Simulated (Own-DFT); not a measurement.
# Biaxial strain at fixed height in wurtzite AlGaN with randomly placed atoms, 128 atoms (Al48Ga16N64)

No measurement is shown. These are fixed-geometry runs of a retired plane-wave code named Own-DFT, which no person has reviewed; spin and spin-orbit coupling are neglected.

All runs used: PBE; PseudoDojo norm-conserving scalar-relativistic files (stringent for Ga); cutoff 96 hartree; 3 x 3 x 3 k mesh centred on Gamma; Gaussian smearing of 0.01 eV.

Known weak points: k mesh not checked against a denser one; stress not checked against mesh or cutoff.

Unstrained cell vectors in Å: (12.525, 0.000, 0.000); (-6.262, 10.847, 0.000); (0.000, 0.000, 10.066). The unstrained cell has measured lattice constants (interpolated for alloys), not those of this functional. That, the random moves and any unrelaxed bonds set the pressure at no strain. Each run strains x and y alike by e, as a substrate would, and holds the height along z. Random moves of width 0.05 Å per axis were added to every atom. The random placing of the alloy's atoms differs from row to row. Stress is positive in tension.

```
e (%)  u (Å)  (s_xx + s_yy)/2 (GPa)  s_zz (GPa)
-2.50  0.050                 -24.07       -9.87
-2.00  0.046                 -18.25      -10.35
-1.25  0.054                      ?           ?
-0.50  0.052                  -8.68       -9.21
-0.25  0.050                  -7.72       -7.77
 0.75  0.046                  -1.66       -5.95
 1.25  0.047                   0.36       -3.63
 1.75  0.047                   3.15       -4.60
 2.00  0.048                   4.11       -3.43
 2.50  0.048                   6.81       -3.15
```

## Analysis

With e as a fraction, the in-plane stress is -5.9 + 591 e - 3959 e² GPa (errors 13 and 961, scatter 0.66), and s_zz is -7.0 + 158 e GPa (slope ± 18, scatter 0.90). At e = 0 the first slope is C11 + C12 and the second 2 C13, both with the ions held to the strained lattice and at the cell's own pressure. The term in e² is negative: the layer stiffens under compression and softens under tension. A free layer would change its height as e changes, and the in-plane slope would drop by 2 C13²/C33 to the biaxial modulus. At fixed height, a misfit of 1 % moves the in-plane stress by about 5.9 GPa and s_zz by 1.6 GPa.

## Check

Q: what are the two stresses at e = -1.25 %?

From the fit: -13.9 and -8.9 GPa. Computed: -14.45 and -8.86 GPa.
